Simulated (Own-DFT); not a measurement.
# Computed records: Si3Ge (diamond-structure random alloy, atoms displaced)

Computed with Own-DFT development build. A calculation, not a measurement: plane-wave PBE density functional theory by an unreviewed code, no spin, of a simulated periodic cell, stress positive in tension, free energy of the whole cell less one offset for each atom, forces on such cells passed a denser k mesh, this cell's mesh not checked; offsets are fitted by least squares, one for each functional and potential file, so energies compare only between cells with the same atoms and settings and are not formation energies; the far tail of each file's local potential was reset to the Coulomb form; each entry is a single point on an unrelaxed cell, so the pressure reflects the starting lattice, mostly measured values, from which strain is counted, and rises with the displacements; printed positions are rounded, which can move forces by about a meV/angstrom; the program is a retired in-house code; no spin-orbit coupling.

Common to all runs: functional PBE; potential files PseudoDojo norm-conserving, scalar-relativistic, standard set; wave cutoff 42 hartree; occupations Fermi-Dirac; smearing width 0.1 eV; k mesh 3 x 3 x 3 centred on Gamma.

(1) Si3Ge (diamond-structure random alloy, atoms displaced)

```xyz
64
Lattice="10.9755 0.0000 0.0000 0.0000 10.9755 0.0000 0.0000 0.0000 10.9755" Properties=species:S:1:pos:R:3 Si3Ge
Si    10.9663     0.0096     0.0293
Ge     0.0943     2.7603     2.7526
Si     2.7278    10.8714     2.7160
Ge     2.8403     2.7559    10.9186
Si     1.4512     1.2483     1.3786
Si     1.5344     4.0660     4.0740
Ge     4.0448     1.3767     4.0933
Ge     4.1087     3.9793     1.4061
Si    10.9335     0.0248     5.5589
Si     0.0582     2.7664     8.2085
Si     2.8032     0.0460     8.2780
Si     2.8586     2.7015     5.4153
Ge     1.3398     1.4357     6.8327
Si     1.3862     4.1691     9.6485
Si     4.1626     1.3904     9.5803
Si     4.1036     4.1252     6.7759
Si     0.0609     5.6144     0.0012
Si     0.0046     8.2679     2.7559
Ge     2.7208     5.5611     2.8227
Si     2.6774     8.2096    10.8617
Si     1.3437     6.9378     1.3958
Si     1.3226     9.5537     4.1305
Si     4.1103     6.7438     4.0500
Si     4.0643     9.6958     1.4378
Si     0.0743     5.4040     5.4289
Ge    10.8630     8.2658     8.2284
Si     2.8292     5.5209     8.3177
Ge     2.7044     8.2819     5.4905
Si     1.3842     6.8987     6.8775
Si     1.3663     9.4708     9.6900
Si     4.1096     6.8774     9.6224
Si     4.1085     9.6232     6.8092
Si     5.5073    10.9562     0.0580
Si     5.4490     2.8398     2.7614
Si     8.2404    10.9317     2.8323
Ge     8.1804     2.7158     0.0045
Ge     6.8968     1.3544     1.4139
Si     6.8072     4.0946     4.0904
Si     9.4998     1.3404     4.1568
Ge     9.5160     4.0731     1.4141
Si     5.4737    10.8733     5.5797
Si     5.4947     2.7278     8.2676
Ge     8.1894     0.0146     8.2367
Si     8.1649     2.8102     5.4381
Ge     6.9383     1.3583     6.9536
Si     6.8548     4.1893     9.6031
Si     9.6168     1.3721     9.6083
Si     9.5935     4.0748     6.7769
Si     5.4821     5.5425     0.0289
Si     5.5920     8.2283     2.6766
Si     8.1767     5.4966     2.7079
Ge     8.3311     8.3496     0.0564
Si     6.8764     6.8552     1.3672
Si     6.8285     9.6327     4.2220
Si     9.5118     6.8058     4.1331
Si     9.6085     9.5403     1.3144
Si     5.4669     5.4711     5.5273
Si     5.4984     8.2028     8.2224
Si     8.2171     5.4425     8.3280
Si     8.2600     8.2510     5.4833
Si     6.8125     6.7848     6.7370
Ge     6.8093     9.5980     9.7676
Ge     9.5404     6.8113     9.6843
Si     9.7329     9.5810     6.9200
```

| Property | Result |
| --- | --- |
| free energy of cell above offsets | -1.906 eV |
| pressure | 3.13 GPa |
| stress xx | -3.22 GPa |
| stress yy | -3.07 GPa |
| stress zz | -3.1 GPa |
| stress yz | -0.53 GPa |
| stress xz | -1.22 GPa |
| stress xy | 0.09 GPa |

Force:
| element | x (eV/Å) | y (eV/Å) | z (eV/Å) |
| --- | --- | --- | --- |
| Si | 0.235 | -0.442 | -0.311 |
| Ge | -0.488 | -1.135 | 0.125 |
| Si | -0.966 | 0.744 | 1.486 |
| Ge | -1.69 | -1.089 | -0.073 |
| Si | -0.44 | 0.95 | -0.515 |
| Si | -1.118 | 0.017 | 1.057 |
| Ge | 1.781 | -1.593 | -0.695 |
| Ge | 0.02 | 2.833 | -0.282 |
| Si | 0.05 | -0.248 | -1.128 |
| Si | -1.112 | 0.637 | 0.775 |
| Si | -0.815 | -0.931 | -0.313 |
| Si | -1.507 | 1.102 | 1.326 |
| Ge | 1.287 | -0.508 | 0.116 |
| Si | -0.102 | 0.162 | -0.553 |
| Si | 0.633 | -0.759 | 0.266 |
| Si | 0.134 | -0.418 | 1.51 |
| Si | -0.32 | -1.545 | 0.828 |
| Si | -1.014 | -0.742 | 0.094 |
| Ge | -0.559 | -0.948 | -2.211 |
| Si | 1.561 | -0.48 | 2.465 |
| Si | 0.48 | 0.05 | -0.137 |
| Si | -0.303 | 1.322 | -0.041 |
| Si | 1.768 | 2.394 | 1.37 |
| Si | 1.189 | -2.127 | -1.6 |
| Si | -0.19 | 0.559 | 0.291 |
| Ge | 1.927 | -1.771 | 1.28 |
| Si | -0.96 | -0.526 | -1.256 |
| Ge | 0.713 | -1.074 | -0.399 |
| Si | -0.336 | -0.981 | 0.307 |
| Si | -1.05 | 2.557 | -1.64 |
| Si | 0.778 | 0.175 | 0.013 |
| Si | -0.301 | -0.443 | 1.82 |
| Si | -1.418 | 1.073 | 0.423 |
| Si | 0.992 | -2.027 | 0.579 |
| Si | -0.027 | -0.575 | -0.667 |
| Ge | 0.329 | 0.308 | -0.996 |
| Ge | -0.828 | -0.242 | 0.899 |
| Si | 0.064 | 1.11 | 0.253 |
| Si | 1.14 | 0.569 | 0.169 |
| Ge | 1.39 | 0.959 | -0.525 |
| Si | 0.337 | 1.844 | -0.697 |
| Si | -0.027 | 1.026 | -0.509 |
| Ge | 1.764 | -1.582 | 1.267 |
| Si | 0.299 | -0.823 | 0.241 |
| Ge | -1.691 | 1.181 | -1.876 |
| Si | -0.993 | -0.81 | 0.476 |
| Si | 0.573 | 0.199 | -0.258 |
| Si | 0.296 | 0.571 | 0.957 |
| Si | -0.129 | -0.468 | -0.045 |
| Si | -1.306 | 0.319 | 1.054 |
| Si | -0.22 | -0.127 | 0.848 |
| Ge | -1.915 | -2.414 | -0.581 |
| Si | 0.292 | 0.315 | -0.458 |
| Si | 0.363 | -0.732 | -0.952 |
| Si | 1.188 | 0.162 | -0.347 |
| Si | 1.614 | 2.388 | 2.586 |
| Si | -0.313 | -0.49 | -1.459 |
| Si | -0.151 | 0.003 | -0.356 |
| Si | 0.096 | 0.201 | -2.237 |
| Si | 0.002 | -0.097 | 0.579 |
| Si | 1.246 | 1.047 | 1.884 |
| Ge | 0.028 | -0.318 | -1.955 |
| Ge | 0.291 | 0.434 | -0.751 |
| Si | -2.575 | 1.252 | -1.521 |

(2) Si3Ge (diamond-structure random alloy, atoms displaced)

```xyz
64
Lattice="10.9755 0.0000 0.0000 0.0000 10.9755 0.0000 0.0000 0.0000 10.9755" Properties=species:S:1:pos:R:3 Si3Ge
Si    10.8666    10.8960     0.0429
Si     0.1171     2.7794     2.7646
Si     2.7042    10.9384     2.7496
Ge     2.7526     2.7368    10.9628
Si     1.3979     1.4516     1.4887
Si     1.5048     4.1885     4.1344
Si     4.1136     1.3533     4.1664
Si     4.0902     4.1035     1.2970
Si     0.0376    10.9430     5.4586
Si     0.1441     2.7055     8.1967
Ge     2.7675     0.0086     8.1926
Si     2.7741     2.7618     5.5762
Si     1.4980     1.3056     6.8532
Ge     1.3960     4.1137     9.5397
Si     4.0137     1.3299     9.6896
Si     4.0532     4.2369     6.8713
Si    10.9468     5.5278    10.8636
Ge     0.1477     8.2543     2.8115
Ge     2.6828     5.5052     2.7777
Ge     2.7467     8.0604    10.9325
Si     1.3398     6.8072     1.3080
Si     1.2450     9.6715     4.1170
Si     4.1950     6.9518     4.0719
Si     4.1566     9.7388     1.3997
Ge     0.0348     5.4147     5.4443
Si    10.8560     8.1804     8.2974
Si     2.7431     5.3921     8.3223
Si     2.8600     8.2088     5.4748
Si     1.4270     6.9366     6.9425
Si     1.3021     9.5798     9.5386
Si     4.0553     6.9138     9.4762
Si     4.0456     9.6349     6.8888
Si     5.5086     0.1164    10.9684
Si     5.4896     2.7589     2.6785
Ge     8.2582     0.0756     2.6718
Si     8.2179     2.7484     0.0893
Si     6.7786     1.4608     1.3814
Si     6.9450     4.0660     4.2197
Si     9.4358     1.3415     4.1367
Si     9.4980     4.1390     1.3115
Ge     5.4892     0.0973     5.4020
Si     5.5426     2.7018     8.2333
Si     8.3410    10.9567     8.3204
Ge     8.2669     2.7513     5.5154
Si     6.8612     1.3161     6.8652
Si     6.9644     4.2885     9.6365
Si     9.5995     1.4267     9.4780
Ge     9.5497     4.0526     6.9817
Ge     5.5164     5.6562    10.9541
Si     5.4747     8.2417     2.7318
Ge     8.1378     5.4780     2.7843
Si     8.2150     8.2732    10.8435
Si     6.9062     6.8287     1.3006
Si     6.8707     9.5860     4.0953
Si     9.5475     6.9734     4.1588
Si     9.6203     9.6051     1.4040
Ge     5.5068     5.5470     5.5637
Si     5.4353     8.3442     8.1730
Ge     8.2799     5.4407     8.1659
Si     8.2954     8.2131     5.4863
Si     6.9614     6.8544     6.8229
Si     6.8022     9.5726     9.6235
Si     9.6203     6.8335     9.5616
Ge     9.5425     9.5976     6.8173
```

| Quantity | Value |
| --- | --- |
| free energy of cell above offsets | -0.739 eV |
| pressure | 3.18 GPa |
| stress xx | -3 GPa |
| stress yy | -3.23 GPa |
| stress zz | -3.32 GPa |
| stress yz | -1.07 GPa |
| stress xz | 0.57 GPa |
| stress xy | 0.07 GPa |

Force:
| element | x (eV/Å) | y (eV/Å) | z (eV/Å) |
| --- | --- | --- | --- |
| Si | 1.381 | 1.619 | -0.897 |
| Si | -1.851 | 0.75 | 0.715 |
| Si | 0.108 | 0.737 | 0.612 |
| Ge | -0.759 | -0.063 | 0.711 |
| Si | -0.347 | -1.498 | -1.307 |
| Si | -1.155 | -2.153 | 0.653 |
| Si | -1.049 | 1.326 | -1.631 |
| Si | 0.858 | 0.954 | 0.708 |
| Si | -1.303 | 1.451 | 0.747 |
| Si | -0.923 | -0.675 | -0.33 |
| Ge | -0.397 | -0.653 | 1.561 |
| Si | 0.319 | 0.264 | -0.873 |
| Si | -1.571 | 0.838 | -0.985 |
| Ge | -0.966 | -0.376 | 1.298 |
| Si | 1.686 | 0.385 | -1.388 |
| Si | 0.956 | -1.623 | 0.565 |
| Si | -0.305 | -0.836 | 1.164 |
| Ge | -1.98 | -1.086 | -1.357 |
| Ge | 1.698 | 0.707 | -1.156 |
| Ge | -0.175 | 2.545 | 0.407 |
| Si | -0.367 | -0.2 | 0.442 |
| Si | 3.042 | -0.358 | 0.595 |
| Si | -0.476 | -0.936 | 0.245 |
| Si | -0.149 | -1.316 | -0.49 |
| Ge | -0.518 | 1.365 | 0.988 |
| Si | 1.401 | 0.906 | -1.332 |
| Si | 0.402 | 2.149 | -1.563 |
| Si | -1.515 | 0.723 | 0.185 |
| Si | -0.245 | -0.856 | -0.323 |
| Si | -0.175 | -0.108 | 0.948 |
| Si | 1.26 | -0.672 | -0.17 |
| Si | 1.24 | -0.042 | -1.603 |
| Si | -0.142 | -0.944 | 0.081 |
| Si | -0.721 | 0.683 | 1.568 |
| Ge | -1.254 | -1.013 | -0.145 |
| Si | -0.236 | -0.045 | -1.843 |
| Si | 0.787 | -0.538 | -0.488 |
| Si | -2.019 | 0.378 | -1.007 |
| Si | 3.147 | 0.593 | -0.016 |
| Si | 2.029 | 0.202 | 0.9 |
| Ge | 0.523 | -1.791 | 1.278 |
| Si | -0.636 | 0.967 | 0.571 |
| Si | -2.026 | -0.213 | -0.938 |
| Ge | -0.603 | -0.968 | 0.766 |
| Si | 0.561 | 0.139 | 0.727 |
| Si | -1.192 | -2.185 | 0.41 |
| Si | 0.803 | 0.241 | 2.124 |
| Ge | 2.666 | -0.85 | -1.53 |
| Ge | -1.257 | -1.186 | -0.815 |
| Si | 0.994 | 0.632 | -1.004 |
| Ge | 0.955 | 0.468 | -0.016 |
| Si | 0.66 | -0.739 | 1.538 |
| Si | 0.087 | 1.877 | 0.942 |
| Si | 0.157 | -0.123 | -0.061 |
| Si | 1.381 | -1.672 | -1.075 |
| Si | -0.4 | -1.012 | -0.343 |
| Ge | -0.041 | -0.341 | -1.078 |
| Si | 0.738 | -1.105 | -0.072 |
| Ge | -0.78 | 1.854 | 1.191 |
| Si | -1.76 | 0.752 | -0.174 |
| Si | -0.74 | 1.141 | 0.679 |
| Si | -0.001 | 1.215 | -0.412 |
| Si | -0.979 | 0.164 | 0.362 |
| Ge | 1.172 | 0.151 | 0.743 |

(3) Si3Ge (diamond-structure random alloy, atoms displaced)

```xyz
64
Lattice="10.9755 0.0000 0.0000 0.0000 10.9755 0.0000 0.0000 0.0000 10.9755" Properties=species:S:1:pos:R:3 Si3Ge
Si    10.9470     0.0966     0.0379
Si    10.9427     2.7211     2.7927
Si     2.6797    10.9544     2.6688
Ge     2.8060     2.7674    10.9097
Si     1.2306     1.3971     1.3445
Si     1.4455     4.1481     4.1301
Si     4.1502     1.4216     4.0758
Si     4.1079     4.0860     1.3759
Si    10.9223    10.9704     5.4407
Si    10.9276     2.7609     8.2835
Si     2.6630     0.0031     8.3023
Ge     2.7600     2.7448     5.5423
Ge     1.3729     1.3438     6.8815
Si     1.3230     4.1112     9.6930
Si     4.1235     1.3545     9.6373
Si     4.0653     4.0894     6.8768
Si    10.8765     5.5371     0.0618
Si     0.1106     8.2545     2.8319
Si     2.6222     5.5708     2.7418
Si     2.7055     8.2070     0.0003
Si     1.3851     6.7484     1.3889
Si     1.4115     9.5709     4.0150
Si     4.0398     6.8360     4.0316
Si     3.9799     9.6314     1.2362
Si    10.9353     5.5293     5.4969
Si    10.9475     8.2622     8.2446
Si     2.7092     5.4893     8.2168
Ge     2.7332     8.2147     5.4586
Si     1.4925     6.8922     6.7875
Si     1.2920     9.5993     9.5965
Ge     4.1892     6.8652     9.5815
Si     4.1519     9.5648     6.8702
Si     5.4964    10.8739    10.9566
Si     5.5770     2.7319     2.7708
Ge     8.2585     0.0403     2.6735
Ge     8.2026     2.7275     0.0421
Si     6.8003     1.3580     1.3323
Si     6.8741     3.9718     4.0336
Si     9.5279     1.3020     4.2493
Si     9.6526     4.1413     1.3885
Si     5.4909    10.9343     5.4262
Ge     5.5188     2.7433     8.3035
Si     8.3129     0.0147     8.2120
Si     8.0698     2.7345     5.5532
Ge     6.9380     1.3771     6.8586
Si     6.8198     4.1225     9.6267
Si     9.6389     1.3757     9.5938
Si     9.6944     4.0121     6.8290
Ge     5.4600     5.4175    10.9540
Si     5.4745     8.2604     2.7086
Ge     8.0975     5.5044     2.7648
Si     8.1884     8.2221     0.0377
Si     6.8999     6.8770     1.3146
Ge     6.8338     9.6082     4.2249
Ge     9.6158     6.7151     4.1105
Si     9.5924     9.6952     1.2985
Ge     5.5284     5.4231     5.4869
Si     5.4293     8.2609     8.2564
Si     8.2151     5.4839     8.2010
Si     8.2667     8.2454     5.5644
Ge     6.8685     6.8754     6.8245
Si     6.9356     9.6485     9.5309
Si     9.5451     6.9238     9.6222
Ge     9.6264     9.5526     6.8133
```

| Item | Value |
| --- | --- |
| free energy of cell above offsets | -2.836 eV |
| pressure | 2.85 GPa |
| stress xx | -2.72 GPa |
| stress yy | -2.91 GPa |
| stress zz | -2.93 GPa |
| stress yz | 0.82 GPa |
| stress xz | -0.63 GPa |
| stress xy | -0.88 GPa |

Force:
| element | x (eV/Å) | y (eV/Å) | z (eV/Å) |
| --- | --- | --- | --- |
| Si | -0.049 | -1.146 | -1.205 |
| Si | -0.066 | 0.342 | 0.709 |
| Si | 0.409 | 1.092 | -0.082 |
| Ge | -0.925 | -0.51 | 1.036 |
| Si | 1.562 | 0.522 | 0.758 |
| Si | -1.361 | -0.183 | -0.003 |
| Si | -0.407 | -0.994 | -0.036 |
| Si | -0.148 | 0.469 | 1.33 |
| Si | 1.368 | -0.658 | -0.014 |
| Si | 0.933 | -0.193 | 0.045 |
| Si | 1.3 | -0.628 | -0.256 |
| Ge | 0.118 | -0.143 | -0.966 |
| Ge | -0.989 | -0.041 | 0.121 |
| Si | -0.349 | 1.01 | -0.906 |
| Si | 0.312 | -1.022 | -0.464 |
| Si | 0.807 | 0.538 | 0.793 |
| Si | 0.626 | -0.072 | -0.837 |
| Si | -1.734 | -1.112 | -2.061 |
| Si | 1.84 | -1.944 | 0.253 |
| Si | -0.642 | -0.5 | -0.57 |
| Si | -1.186 | 2.109 | -0.892 |
| Si | 0.057 | 1.354 | 1.595 |
| Si | 1.257 | 0.133 | 0.155 |
| Si | 1.161 | -0.356 | 1.25 |
| Si | 1.715 | -1.316 | 0.831 |
| Si | 0.738 | -1.04 | -0.199 |
| Si | -0.034 | -0.308 | 0.273 |
| Ge | 1.013 | 0.95 | -0.584 |
| Si | -2.215 | -0.763 | 1.408 |
| Si | 0.179 | 0.197 | 0.829 |
| Ge | -1.534 | -0.062 | 0.148 |
| Si | -0.783 | 1.06 | 0.015 |
| Si | -0.141 | 0.787 | -0.308 |
| Si | -1.648 | -0.639 | -1.444 |
| Ge | -0.609 | -0.134 | 0.837 |
| Ge | 0.461 | 0.383 | -0.507 |
| Si | -0.243 | -0.399 | 0.196 |
| Si | 0.097 | 1.342 | 1.41 |
| Si | -0.216 | 1.513 | -1.015 |
| Si | -0.883 | -0.439 | 0.734 |
| Si | -1.11 | 1.277 | 1.358 |
| Ge | -0.778 | -0.165 | -0.665 |
| Si | 0.232 | -0.042 | 0.176 |
| Si | 2.747 | 0.877 | -1.229 |
| Ge | -1.825 | -1.472 | 0.845 |
| Si | 1.381 | 0.155 | -0.433 |
| Si | -0.641 | 0 | 0.143 |
| Si | -1.434 | 1.111 | -0.046 |
| Ge | 0.44 | 0.561 | 0.885 |
| Si | -0.573 | -0.146 | -0.354 |
| Ge | 0.957 | -0.821 | -0.81 |
| Si | 0.724 | 1.071 | -0.752 |
| Si | -1.604 | 0.082 | 0.552 |
| Ge | 1.007 | -0.922 | -1.692 |
| Ge | -0.464 | 2.302 | -0.053 |
| Si | 0.62 | -1.518 | 0.644 |
| Ge | -0.993 | -0.236 | -0.967 |
| Si | 1.502 | 0.354 | -0.5 |
| Si | 0.643 | -0.609 | 0.413 |
| Si | -0.252 | -0.947 | -1.508 |
| Ge | -0.232 | 0.276 | 0.856 |
| Si | -0.593 | -0.661 | 0.406 |
| Si | 0.139 | -0.566 | -0.351 |
| Ge | 0.318 | 0.84 | 0.703 |

(4) Si3Ge (diamond-structure random alloy, atoms displaced)

```xyz
64
Lattice="10.9755 0.0000 0.0000 0.0000 10.9755 0.0000 0.0000 0.0000 10.9755" Properties=species:S:1:pos:R:3 Si3Ge
Si    10.9458    10.8760     0.0337
Ge    10.9531     2.8380     2.8468
Si     2.7657     0.0454     2.7318
Ge     2.7182     2.7654     0.0044
Ge     1.3726     1.4361     1.5352
Si     1.3808     4.2238     4.0362
Ge     4.0929     1.3731     4.1358
Si     4.0824     4.0792     1.4265
Si     0.0313    10.8811     5.5246
Si     0.0812     2.8036     8.2089
Ge     2.7114    10.9191     8.1880
Si     2.7273     2.7583     5.4952
Si     1.4362     1.3723     6.8673
Si     1.3280     3.9930     9.6442
Si     4.1346     1.3134     9.6168
Si     4.1519     4.1077     6.8260
Si     0.0256     5.6112     0.0533
Si     0.0570     8.2193     2.6554
Si     2.7115     5.4127     2.7587
Si     2.7914     8.2316    10.8895
Ge     1.3579     6.9196     1.4711
Si     1.3012     9.5810     4.1052
Si     4.0721     6.8372     4.1905
Ge     4.1069     9.6164     1.4174
Si    10.8796     5.4531     5.4921
Si     0.0845     8.1578     8.2080
Ge     2.6782     5.5792     8.1035
Ge     2.6965     8.2329     5.6057
Si     1.3565     6.8258     6.8085
Ge     1.3742     9.6007     9.6164
Si     4.1025     6.9586     9.6715
Si     4.2571     9.4817     6.8225
Si     5.4459     0.0474     0.0401
Ge     5.4564     2.7165     2.8056
Si     8.2057     0.1204     2.7488
Si     8.2105     2.6180     0.0413
Si     6.9559     1.3637     1.4312
Ge     6.8033     4.1006     4.1328
Si     9.6328     1.3222     4.1271
Ge     9.6128     4.0713     1.4320
Ge     5.4377    10.8483     5.5315
Si     5.6132     2.8035     8.2424
Si     8.1846     0.1223     8.1555
Si     8.3187     2.7116     5.4607
Ge     6.9199     1.2795     6.8487
Si     6.8232     4.1133     9.6841
Si     9.6088     1.4148     9.6365
Si     9.5617     4.0026     6.8510
Si     5.4386     5.4414    10.9426
Si     5.4605     8.3166     2.8817
Si     8.1456     5.5093     2.6592
Si     8.1915     8.2734    10.9228
Si     6.8004     6.8228     1.5025
Si     6.7405     9.5653     4.0095
Ge     9.5902     6.8718     4.0666
Si     9.6539     9.6370     1.4060
Si     5.4483     5.4876     5.4184
Si     5.4035     8.2142     8.1705
Si     8.2425     5.5385     8.1852
Si     8.2591     8.2366     5.4540
Si     6.8536     6.8904     6.8604
Si     6.8629     9.6256     9.6378
Si     9.4946     6.7739     9.6390
Si     9.6329     9.5682     6.7528
```

| Quantity | Value |
| --- | --- |
| free energy of cell above offsets | -1.397 eV |
| pressure | 3.21 GPa |
| stress xx | -3.3 GPa |
| stress yy | -3.14 GPa |
| stress zz | -3.21 GPa |
| stress yz | 0.44 GPa |
| stress xz | -0.8 GPa |
| stress xy | 0.8 GPa |

Force:
| element | x (eV/Å) | y (eV/Å) | z (eV/Å) |
| --- | --- | --- | --- |
| Si | 0.313 | 1.835 | -0.057 |
| Ge | 0.028 | -0.991 | 0.521 |
| Si | -0.686 | -1.006 | 1.041 |
| Ge | 0.753 | -0.912 | 0.19 |
| Ge | -0.611 | -0.736 | -1.622 |
| Si | -0.511 | -0.876 | 2.558 |
| Ge | -0.496 | -0.646 | 0.785 |
| Si | 0.239 | 0.576 | -0.689 |
| Si | 0.082 | 1.324 | -0.471 |
| Si | -1.07 | -1.307 | 0.008 |
| Ge | 1.656 | 0.095 | -0.098 |
| Si | -0.183 | 0.674 | -0.26 |
| Si | -0.975 | 0.146 | -0.562 |
| Si | 0.075 | 2.833 | -0.234 |
| Si | 0.074 | 1.041 | -0.692 |
| Si | 0.053 | 0.028 | 0.314 |
| Si | -0.521 | -1.695 | -0.678 |
| Si | -1.629 | 1.464 | 1.841 |
| Si | 1.346 | 1.523 | -0.473 |
| Si | -0.825 | 0.601 | 1.901 |
| Ge | 1.996 | -1.018 | -1.837 |
| Si | 1.132 | 0.275 | -0.377 |
| Si | -0.323 | 0.321 | -0.827 |
| Ge | -0.024 | -0.226 | -0.529 |
| Si | 0.702 | -0.038 | -0.121 |
| Si | -1.655 | 0.025 | 0.23 |
| Ge | 1.222 | -1.688 | 2.122 |
| Ge | 0.204 | 0.224 | -1.505 |
| Si | -1.769 | 0.076 | -0.382 |
| Ge | -0.497 | -0.531 | -0.057 |
| Si | 0.625 | -1.715 | -1.556 |
| Si | -2.591 | 0.713 | 0.739 |
| Si | 1.224 | -0.353 | 0.163 |
| Ge | 0.566 | -0.151 | -1.227 |
| Si | 0.771 | -2.128 | 0.695 |
| Si | 0.303 | 1.58 | -0.431 |
| Si | -2.095 | 0.228 | -0.869 |
| Ge | 1.356 | 0.476 | 0.139 |
| Si | 0.311 | -0.015 | 0.672 |
| Ge | -0.824 | 1.093 | -1.5 |
| Ge | 0.962 | 1.222 | -1.236 |
| Si | -1.369 | -0.875 | -0.163 |
| Si | 2.416 | -2.725 | 2.267 |
| Si | -0.98 | -0.497 | -0.325 |
| Ge | -1.515 | 2.212 | -1.418 |
| Si | 1.352 | 0.086 | -0.498 |
| Si | 0.504 | -0.737 | -0.821 |
| Si | 0.491 | 1.222 | 0.544 |
| Si | -0.238 | 0.806 | 1.224 |
| Si | -1.649 | -2.797 | -1.891 |
| Si | 0.901 | -0.939 | 1.279 |
| Si | 0.226 | -0.665 | 1.417 |
| Si | -0.924 | 1.433 | -1.942 |
| Si | 3.086 | 1.752 | 2.006 |
| Ge | -0.076 | -0.319 | -0.365 |
| Si | -1.402 | -0.572 | -0.044 |
| Si | 0.37 | 0.247 | 1.327 |
| Si | 1.952 | -0.571 | 1.955 |
| Si | -0.646 | -1.353 | 0.241 |
| Si | -1.108 | 0.347 | -0.289 |
| Si | -0.207 | -0.26 | -0.605 |
| Si | -0.741 | 0.65 | -1.141 |
| Si | 1.293 | 1.22 | -0.231 |
| Si | -0.44 | -0.005 | 1.847 |
